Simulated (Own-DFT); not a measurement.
# What it costs to cut wurtzite AlN, m plane (10-10)

Source: density functional calculations with Own-DFT, an unreviewed in-house program that is no longer used. Nothing was measured or relaxed, and spin and spin-orbit coupling are left out.

Known weak points (not all hold for every row): some atoms lie very close together; k mesh not checked against a denser one.

Both sets of runs: PBE; PseudoDojo norm-conserving scalar-relativistic files; cutoff 42 hartree; Gaussian smearing of 0.01 eV. The slab has 128 atoms in 16 layers, two equal faces of 62.02 Å² as cut, 15 Å of vacuum, a dipole correction along the normal and a 6 x 3 x 1 mesh. The bulk cell has 72 atoms, the same measured lattice constants and a 4 x 4 x 3 mesh. In the slab only the 32 atoms nearest the faces were moved at random; u is their rms move along one axis. Energies are counted from -174.06 eV for each atom.

```
slab run,u (Å),E (eV, cell)
1,0.0472,20.426
2,0.0481,20.864
3,0.0487,21.411
4,0.0488,21.187
5,0.0511,20.967
6,0.0511,20.784
7,0.0518,20.684
8,0.0896,25.198
9,0.1019,30.970
10,0.1064,26.431
11,0.1067,27.264
12,0.1101,28.646
```

```
bulk run,u (Å),E (meV/atom)
1,0.0189,-2.30
2,0.0198,-0.95
3,0.0199,-2.38
4,0.0200,-2.07
5,0.0978,284.43
6,0.1011,299.35
7,0.1016,306.12
8,0.1020,321.23
9,0.1022,343.05
10,0.1049,430.23
```

Question: what is the energy of the unrelaxed surface?

## Working it out

Take each set to u = 0 with E = a + b u². Rows are weighted down as u grows, with residuals divided by u² + 0.0006 Å². Slab: a = 18.89 ± 0.31 eV. Bulk: a = -14.8 ± 1.5 meV/atom. The excess is 18.89 - 128 x (-0.0148) = 20.79 ± 0.37 eV. Over two faces that is 168 meV/Å², or 2.69 ± 0.05 J/m². Relaxing the faces would lower the energy, and the unlike meshes and the reach from the smallest u down to zero add errors that aren't counted here.
